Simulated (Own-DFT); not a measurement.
# Computed records: Hf36O71 (tetragonal hafnia with one neutral oxygen vacancy, atoms displaced)

A calculation, not a measurement: plane-wave PBE and HSE06 DFT by an unreviewed code, no spin, of a simulated cell at Gamma alone, so results move with cell size and shape, stress positive in tension, energies less offsets, not probed for a lower state with spin; hafnium file: forces about 75 meV/angstrom off all-electron values; oxygen file: force components 24 meV/angstrom off all-electron in a glass; k mesh not checked against a denser one; forces and stress are PBE's, HSE06 gives the energy alone, and its difference from PBE has offsets of its own; offsets are fitted by least squares, one for each functional and potential file, so energies compare only between cells with the same atoms and settings and are not formation energies; the far tail of each file's local potential was reset to the Coulomb form; each entry is a single point on an unrelaxed cell, so the pressure reflects the starting lattice, taken from the Materials Project, from which strain is counted, and rises with the displacements; printed positions are rounded, which can move forces by about a meV/angstrom; the program is a retired in-house code; no spin-orbit coupling. Program: Own-DFT development build.

Settings shared by all entries: first functional PBE; second functional HSE06; exact exchange share 0.25; screening 0.11 1/bohr; exchange divergence Gygi-Baldereschi; potential files PseudoDojo norm-conserving, scalar-relativistic, made for PBE, standard set; wave cutoff 48 hartree; occupations fixed; k mesh 1 x 1 x 1 centred on Gamma.

(1) Hf36O71 (tetragonal hafnia with one neutral oxygen vacancy, atoms displaced)

```
CELL_PARAMETERS angstrom
10.78000 0.00000 0.00000
0.00000 10.78000 0.00000
0.00000 0.00000 10.44930
ATOMIC_POSITIONS crystal
Hf 0.00146 0.99970 0.00445
Hf 0.16543 0.16165 0.24945
O 0.99954 0.16945 0.15119
O 0.16776 0.99786 0.34708
O 0.99597 0.16622 0.40322
O 0.16484 0.99840 0.09545
Hf 0.00218 0.99660 0.50196
Hf 0.16653 0.16832 0.74993
O 0.99946 0.16779 0.65385
O 0.16388 0.99705 0.85051
O 0.00167 0.16574 0.90513
O 0.16576 0.99691 0.59764
Hf 0.00112 0.33483 0.99510
Hf 0.16189 0.49518 0.24793
O 0.99951 0.49904 0.15510
O 0.16571 0.33330 0.34165
O 0.00147 0.50033 0.40340
O 0.16262 0.33044 0.10279
Hf 0.00194 0.33217 0.49751
Hf 0.16386 0.50299 0.74680
O 0.00253 0.49888 0.64991
O 0.16234 0.34024 0.84627
O 0.00178 0.50492 0.90261
O 0.16845 0.33079 0.59399
Hf 0.00216 0.66726 0.00016
Hf 0.16282 0.83188 0.24888
O 0.00153 0.83349 0.15615
O 0.16955 0.67079 0.34638
O 0.99796 0.83646 0.40283
O 0.16651 0.66946 0.09534
Hf 0.99474 0.66831 0.49418
Hf 0.16547 0.83793 0.74857
O 0.00152 0.83201 0.65093
O 0.16957 0.66058 0.84594
O 0.00113 0.83538 0.90219
O 0.16940 0.66477 0.59676
Hf 0.33914 0.00039 0.99633
Hf 0.50265 0.16416 0.24413
O 0.33231 0.16255 0.14955
O 0.49816 0.00454 0.34942
O 0.33264 0.16365 0.40421
O 0.49652 0.00301 0.09184
Hf 0.33759 0.00729 0.49822
Hf 0.50102 0.16605 0.75369
O 0.33514 0.16711 0.65191
O 0.49737 0.00220 0.85179
O 0.33389 0.17109 0.90552
O 0.49829 0.99988 0.59734
Hf 0.33124 0.33445 0.00326
Hf 0.49730 0.49574 0.24952
O 0.33186 0.50058 0.14842
O 0.49965 0.33790 0.34985
O 0.32636 0.50029 0.39807
O 0.50175 0.33415 0.09832
Hf 0.33404 0.33144 0.50334
Hf 0.49916 0.50016 0.75106
O 0.33045 0.49795 0.64667
O 0.50073 0.33253 0.84560
O 0.33511 0.50567 0.90232
O 0.50294 0.33664 0.59704
Hf 0.33468 0.66512 0.00195
Hf 0.50481 0.83354 0.24901
O 0.33140 0.83414 0.14839
O 0.50309 0.66236 0.34990
O 0.33098 0.83271 0.39798
O 0.49788 0.66330 0.10154
Hf 0.33374 0.66678 0.50591
Hf 0.50630 0.83023 0.75051
O 0.33431 0.83292 0.65472
O 0.50057 0.66523 0.84994
O 0.33516 0.83811 0.90374
O 0.49532 0.66210 0.59355
Hf 0.66803 0.99994 0.99944
Hf 0.83365 0.16141 0.25050
O 0.66725 0.16500 0.14827
O 0.83226 0.00236 0.34710
O 0.66616 0.16472 0.40285
O 0.83296 0.00272 0.09243
Hf 0.66781 0.99547 0.49722
Hf 0.82924 0.16724 0.74760
O 0.66628 0.16778 0.65046
O 0.83515 0.99498 0.84382
O 0.66596 0.16317 0.90159
O 0.83378 0.99830 0.59495
Hf 0.66490 0.33938 0.99823
Hf 0.83454 0.50250 0.25121
O 0.66493 0.49959 0.15550
O 0.83321 0.33086 0.34811
O 0.66488 0.49902 0.40786
Hf 0.66466 0.33643 0.50169
Hf 0.83898 0.50298 0.74735
O 0.67145 0.49945 0.65236
O 0.83127 0.33122 0.83987
O 0.66414 0.50002 0.90663
O 0.83330 0.33023 0.60024
Hf 0.66869 0.66722 0.00280
Hf 0.82903 0.83158 0.24697
O 0.66037 0.83360 0.15447
O 0.83588 0.66534 0.34327
O 0.66757 0.83356 0.40486
O 0.83323 0.66287 0.09424
Hf 0.66831 0.66889 0.49901
Hf 0.83369 0.83652 0.74683
O 0.66843 0.82639 0.65387
O 0.83359 0.66824 0.84628
O 0.66649 0.83368 0.90169
O 0.83502 0.66602 0.59721
```

* PBE energy of cell above offsets: -100.485 eV
* HSE06 less PBE above offsets: -0.135 eV
* PBE pressure: 1.38 GPa
* PBE stress xx: -1.38 GPa
* PBE stress yy: -0.55 GPa
* PBE stress zz: -2.21 GPa
* PBE stress yz: 0.16 GPa
* PBE stress xz: -0.51 GPa
* PBE stress xy: -0.01 GPa

Force:
```csv
element,x (eV/Å),y (eV/Å),z (eV/Å)
Hf,0.598,0.219,-1.126
Hf,0.141,0.285,-0.235
O,-0.544,-0.04,0.271
O,-0.46,0.454,0.128
O,0.422,-0.472,-0.041
O,0.288,0.372,0.391
Hf,0.15,0.841,-0.113
Hf,-0.407,-0.213,0.343
O,0.316,-0.153,0.119
O,0.225,1.219,-0.684
O,0.049,0.277,-0.151
O,0.462,0.337,0.217
Hf,-0.563,-0.378,0.514
Hf,1.634,1.045,0.851
O,-0.715,-0.105,-0.652
O,-0.232,-0.941,0.763
O,-0.222,0.052,-0.311
O,0.582,0.351,-1.061
Hf,-0.661,-0.296,0.309
Hf,0.899,0.395,-0.222
O,-0.611,-0.014,-0.149
O,0.243,-1.091,0.178
O,-0.522,-0.686,-0.096
O,-0.441,-0.344,0.234
Hf,0.367,0.532,-0.638
Hf,2.291,-0.075,0.392
O,-1.967,-0.069,-0.514
O,-0.995,-0.868,-0.306
O,-0.412,-0.568,-0.309
O,-0.346,-0.225,0.049
Hf,1.982,-0.04,0.685
Hf,0.831,-0.919,0.335
O,-0.451,0.047,-0.157
O,-0.285,1.629,0.128
O,0.01,-0.725,0.296
O,-1.366,0.119,-0.062
Hf,-1.744,-0.324,0.244
Hf,-0.286,0.839,0.628
O,0.18,0.488,0.597
O,0.427,-0.938,-0.619
O,-0.143,1.447,-0.636
O,1.767,-0.091,1.305
Hf,-0.697,-2.412,0.103
Hf,0.257,-0.051,-0.465
O,-0.195,-0.021,0.253
O,0.266,-0.531,-0.763
O,-0.306,-0.045,-0.66
O,1.186,-0.243,0.224
Hf,-0.117,0.612,-0.027
Hf,-0.569,0.988,0.398
O,-0.31,-0.359,0.045
O,-0.06,-1.568,-0.26
O,0.318,-0.372,0.546
O,-0.585,-0.152,-0.124
Hf,0.367,1.164,-0.902
Hf,-0.196,-0.118,-0.578
O,0.653,-0.252,0.791
O,0.002,0.344,0.232
O,0.377,-1.643,-0.23
O,-0.742,-0.058,0.417
Hf,-0.332,1.123,-0.099
Hf,-3.821,-0.881,1.132
O,0.825,0.106,0.571
O,0.426,0.917,-0.519
O,0.686,0.48,0.91
O,0.902,0.405,-0.347
Hf,-1.145,0.25,-2.055
Hf,-1.889,0.423,0.444
O,0.397,-0.161,0.236
O,0.273,0.397,-0.387
O,0.055,-1.251,-0.345
O,2.016,0.236,1.18
Hf,-0.41,0.676,-0.672
Hf,-0.005,1.464,-0.043
O,0.201,0.127,0.318
O,-0.29,-1.673,-0.326
O,-0.109,0.055,-0.136
O,-0.216,-0.636,0.963
Hf,-0.395,2.137,0.555
Hf,0.417,-0.115,-0.082
O,-0.396,-0.333,0.329
O,-0.35,0.997,0.188
O,0.123,0.556,-0.026
O,-0.323,-0.281,0.1
Hf,0.944,-1.006,0.354
Hf,-0.499,-2.029,-0.414
O,0.738,-0.276,-0.137
O,0.065,0.568,-1.003
O,0.638,0.762,-0.448
Hf,0.793,-0.796,-0.162
Hf,-0.472,-0.435,0.083
O,-0.544,0.31,0.587
O,0.165,0.814,1.071
O,0.07,0.642,-0.354
O,0.366,0.188,-0.746
Hf,-0.973,-0.538,-0.69
Hf,1.221,0.738,0.28
O,1.883,0.042,-0.798
O,-0.235,1.123,0.619
O,0.135,-0.307,-0.964
O,0.02,0.661,0.75
Hf,-1.209,-1.528,0.495
Hf,0.865,-0.646,0.586
O,-0.281,0.182,-0.691
O,-0.193,0.017,-0.062
O,-0.196,-0.116,0.305
O,-0.077,-0.035,-0.435
```

(2) Hf36O71 (tetragonal hafnia with one neutral oxygen vacancy, atoms displaced)

```
CELL_PARAMETERS angstrom
10.78000 0.00000 0.00000
0.00000 10.78000 0.00000
0.00000 0.00000 10.44930
ATOMIC_POSITIONS crystal
Hf 0.00426 0.00331 0.00791
Hf 0.17029 0.16415 0.26223
O 0.00359 0.17622 0.14689
O 0.17545 0.99528 0.34304
O 0.99660 0.16502 0.39536
O 0.16911 0.00176 0.09605
Hf 0.00089 0.00209 0.49364
Hf 0.15840 0.16734 0.75606
O 0.99454 0.16591 0.65004
O 0.17639 0.99544 0.84012
O 0.00460 0.16434 0.90271
O 0.16703 0.99121 0.58558
Hf 0.00955 0.32161 0.01287
Hf 0.16254 0.49042 0.25426
O 0.00391 0.48891 0.14201
O 0.16429 0.32440 0.33686
O 0.00073 0.50083 0.39496
O 0.16549 0.32896 0.09880
Hf 0.99626 0.34736 0.49401
Hf 0.17300 0.51215 0.74958
O 0.99880 0.49253 0.65114
O 0.16914 0.32763 0.85493
O 0.01220 0.49815 0.89585
O 0.16917 0.34263 0.60184
Hf 0.99791 0.65758 0.99549
Hf 0.18214 0.83661 0.24826
O 0.00944 0.83073 0.14528
O 0.16461 0.67103 0.36544
O 0.00286 0.82937 0.38769
O 0.15652 0.66617 0.10439
Hf 0.00405 0.66048 0.49972
Hf 0.16217 0.83801 0.74414
O 0.98619 0.84202 0.65480
O 0.17659 0.66912 0.85533
O 0.98001 0.82600 0.91219
O 0.17499 0.65734 0.59519
Hf 0.34285 0.00215 0.99282
Hf 0.50094 0.16397 0.24933
O 0.32330 0.16985 0.15933
O 0.50083 0.99207 0.35028
O 0.34875 0.17004 0.42477
O 0.49314 0.99978 0.10149
Hf 0.33764 0.99988 0.49619
Hf 0.48748 0.16937 0.75292
O 0.33188 0.16438 0.65148
O 0.49455 0.99862 0.84677
O 0.32855 0.16957 0.91685
O 0.50096 0.00342 0.60705
Hf 0.34155 0.32765 0.01470
Hf 0.49236 0.49183 0.25664
O 0.32660 0.49712 0.14197
O 0.49625 0.34112 0.36245
O 0.32968 0.52080 0.41824
O 0.49522 0.35083 0.08928
Hf 0.33042 0.34027 0.50100
Hf 0.50370 0.49647 0.75845
O 0.33409 0.50488 0.65801
O 0.49968 0.33993 0.83810
O 0.32820 0.50218 0.89592
O 0.50124 0.33574 0.59842
Hf 0.32391 0.67111 0.00026
Hf 0.49788 0.83456 0.25389
O 0.32949 0.82340 0.13305
O 0.50728 0.66801 0.33670
O 0.33908 0.83724 0.40671
O 0.49970 0.67324 0.10158
Hf 0.32874 0.67336 0.49208
Hf 0.49826 0.83560 0.75164
O 0.33763 0.83620 0.64768
O 0.50472 0.67346 0.84053
O 0.32098 0.82524 0.90829
O 0.49623 0.67873 0.59608
Hf 0.66136 0.99843 0.99708
Hf 0.82613 0.17990 0.24598
O 0.67303 0.16434 0.15209
O 0.82826 0.01082 0.34204
O 0.66941 0.17290 0.40704
O 0.83802 0.01163 0.09588
Hf 0.67974 0.99716 0.50122
Hf 0.82893 0.16070 0.75736
O 0.65742 0.16296 0.64421
O 0.83951 0.01463 0.84047
O 0.66601 0.16173 0.90219
O 0.83532 0.00030 0.60139
Hf 0.67929 0.33077 0.00649
Hf 0.82651 0.50332 0.25110
O 0.66481 0.50167 0.15680
O 0.82795 0.31863 0.35600
O 0.66263 0.50359 0.40642
O 0.82125 0.32346 0.09725
Hf 0.64736 0.33378 0.49760
Hf 0.82250 0.50233 0.76206
O 0.66588 0.50269 0.65454
O 0.83514 0.33797 0.84693
O 0.66522 0.49698 0.90966
O 0.83427 0.34182 0.59965
Hf 0.66202 0.65566 0.99492
Hf 0.83228 0.83420 0.24102
O 0.65162 0.81730 0.16773
O 0.83409 0.65221 0.34505
O 0.67901 0.84990 0.39987
O 0.83604 0.64929 0.10969
Hf 0.65423 0.66101 0.50578
Hf 0.83518 0.85027 0.74171
O 0.65961 0.82425 0.64224
O 0.83438 0.67551 0.85002
O 0.67228 0.83108 0.89586
```

* PBE stress zz: withheld

Q: Give the missing PBE stress zz for Hf36O71 (tetragonal hafnia with one neutral oxygen vacancy, atoms displaced) (entry 2).
A: -4.92 GPa

Further results for Hf36O71 (tetragonal hafnia with one neutral oxygen vacancy, atoms displaced) (entry 2):

* PBE energy of cell above offsets: -87.436 eV
* HSE06 less PBE above offsets: 0.593 eV
* PBE pressure: 5.37 GPa
* PBE stress xx: -3.2 GPa
* PBE stress yy: -7.97 GPa
* PBE stress yz: -0.95 GPa
* PBE stress xz: -0.74 GPa
* PBE stress xy: -0.1 GPa

Force:
```csv
element,x (eV/Å),y (eV/Å),z (eV/Å)
Hf,0.005,-1.942,-0.325
Hf,-2.653,-1.983,-2.396
O,-0.223,-0.653,1.031
O,0.287,1.271,0.901
O,1.412,0.115,0.629
O,0.823,0.247,-0.011
Hf,-0.57,-0.114,-0.489
Hf,-0.328,1.603,-0.919
O,1.025,-0.486,0.473
O,-0.556,0.576,0.333
O,0.078,-0.426,-0.311
O,-0.524,-0.091,0.445
Hf,-0.272,2.021,-2.6
Hf,-0.482,2.94,-2.472
O,-0.824,-0.571,1.645
O,0.965,2.462,2.805
O,0.622,0.077,-0.703
O,2.082,0.313,1.144
Hf,-1.751,-2.62,3.411
Hf,-0.855,-2.171,1.003
O,-0.125,1.671,-0.507
O,-0.265,-0.006,-0.686
O,-0.775,-0.03,0.515
O,-0.229,-0.638,-1.51
Hf,0.11,0.281,0.653
Hf,-3.03,-2.192,-1
O,-1.341,1.095,1.115
O,0.425,-0.368,-2.218
O,-1.032,0.843,1.764
O,1.244,-0.667,0.183
Hf,-0.863,0.925,-0.112
Hf,1.455,-0.932,0.19
O,4.189,-1.13,-1.485
O,-1.532,1.171,-1.247
O,1.09,2.447,-1.315
O,-2.468,0.926,1.684
Hf,-2.812,-2.217,0.121
Hf,0.24,-1.366,1.744
O,3.483,0.293,0.449
O,-0.426,3.184,-0.429
O,-0.435,0.481,-2.981
O,1.669,0.889,0.359
Hf,1.106,-0.338,2.922
Hf,1.663,-0.584,-2.038
O,-1.129,0.37,1.389
O,-0.187,0.739,1.829
O,1.211,-0.717,-1.403
O,-0.161,-0.362,-1.126
Hf,-5.057,2.572,-3.34
Hf,0.774,3.518,-2.083
O,0.219,-0.302,2.711
O,-0.623,-1.482,-1.91
O,0.445,-6.73,-3.887
O,4.092,-1.179,2.716
Hf,-0.087,0.598,2.724
Hf,-2.304,2.536,-1.784
O,1.834,-0.71,-0.623
O,-0.118,-2.801,1.961
O,0.879,-0.648,1.164
O,-2.807,0.241,1.124
Hf,0.148,-2.353,0.887
Hf,-1.208,-1.665,-0.82
O,0.992,1.269,2.607
O,-0.347,-0.69,1.484
O,-0.214,-0.202,-2.476
O,-0.459,-1.323,-1.907
Hf,1.008,3.112,3.688
Hf,0.3,-0.61,-2.261
O,-1.753,0.286,1.015
O,0.45,-1.539,1.308
O,1.13,3.167,-2.05
O,-0.536,-0.965,-0.559
Hf,1.057,-0.666,0.054
Hf,2.931,-3.018,1.392
O,-4.529,0.038,-0.771
O,0.499,-1.058,-0.015
O,-1.68,-1.161,-1.694
O,-1.635,-1.496,-0.516
Hf,-2.155,1.807,0.4
Hf,-0.413,5.742,-4.265
O,0.757,0.635,1.992
O,-0.291,-4.446,2.837
O,-0.353,0.465,0.544
O,0.238,0.107,-0.199
Hf,-3.557,-0.113,-2.979
Hf,0.853,-0.74,-0.359
O,-1.102,-0.887,-0.131
O,0.766,4.116,-0.195
O,-0.256,-1.438,-0.762
O,4.28,0.512,1.875
Hf,4.791,-0.291,1.25
Hf,2.7,0.311,-2.262
O,-0.618,0.833,0.037
O,-0.913,-1.457,1.551
O,0.125,-0.923,-1.077
O,-0.717,-0.095,-0.966
Hf,-0.3,3,1.974
Hf,1.028,-0.211,1.551
O,4.088,1.356,-2.353
O,0.08,2.999,1.238
O,-0.117,-3.537,-0.529
O,-0.626,0.993,-1.55
Hf,1.777,2.005,-0.059
Hf,-2.982,-2.626,2.097
O,1.448,0.955,1.028
O,-0.859,-1.918,-0.712
O,-0.418,1.77,1.432
```
